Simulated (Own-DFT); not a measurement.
# Energy and forces against displacement in beta-Si3N4, 112 atoms (N64Si48)

These are calculations, not measurements. The program, named Own-DFT, is a retired in-house plane-wave density functional code that no person has reviewed. Each row is one single-point run on a periodic cell that was not relaxed, without spin or spin-orbit coupling.

Settings of every run: PBE; PseudoDojo norm-conserving scalar-relativistic files; cutoff 42 hartree; 2 x 2 x 4 k mesh centred on Gamma; Fermi-Dirac smearing of 0.1 eV.

Known limits, some of them of some rows only: some atoms lie very close together; forces on such cells moved up to 12 meV/angstrom on a denser k mesh; stress not checked against mesh or cutoff.

Cell vectors in Å: (15.212, 0.000, 0.000); (-7.606, 13.174, 0.000); (0.000, 0.000, 5.818). In each run every atom was moved at random and independently from its ideal site; u is the rms move along one axis. E is the free energy for each atom above the fitted value at u = 0, and F the rms of the force components.

| run | u (Å) | E (meV/atom) | F (eV/Å) | largest force (eV/Å) | P (GPa) |
|---|---|---|---|---|---|
| 1 | 0.0194 | 17.5 | 0.877 | 3.73 | 5.50 |
| 2 | 0.0200 | ? | ? | ? | ? |
| 3 | 0.0206 | 20.2 | 0.911 | 3.66 | 5.52 |
| 4 | 0.0467 | 103.7 | 1.920 | 6.66 | 7.78 |
| 5 | 0.0522 | 126.0 | 2.171 | 7.97 | 8.64 |
| 6 | 0.0919 | 433.5 | 4.359 | 20.43 | 16.44 |
| 7 | 0.0998 | 461.0 | 4.630 | 26.83 | 17.23 |
| 8 | 0.1032 | 473.5 | 4.350 | 22.30 | 17.07 |
| 9 | 0.1553 | 1129.3 | 7.744 | 36.44 | 32.83 |

## Worked fit

For small independent moves the energy grows as E = (3/2) K u², with K the mean stiffness felt by one atom. The runs with u up to 0.11 Å give K = 31.4 ± 0.8 eV/Å², with residuals divided by u² + 0.0006 Å², since the noise grows with the moves. The scatter is 6.7 meV/atom at u = 0.05 Å. The forces follow F = G u with G = 44.1 eV/Å²; no force at u = 0 is resolved. G exceeds K because the moves of its neighbours add to the force on an atom, and stiffness differs between atoms. At u = 0.155 Å the parabola gives 1137 meV/atom and the run 1129. The pressure follows P = 5.19 + 1204 u² GPa: at fixed volume, shortened bonds push harder than stretched ones pull.

## Withheld run

Question: what energy and rms force should run 2 give?

The fit gives 19 ± 2 meV/atom and about 0.88 eV/Å. The calculation gave 19.6 meV/atom and 0.896 eV/Å.
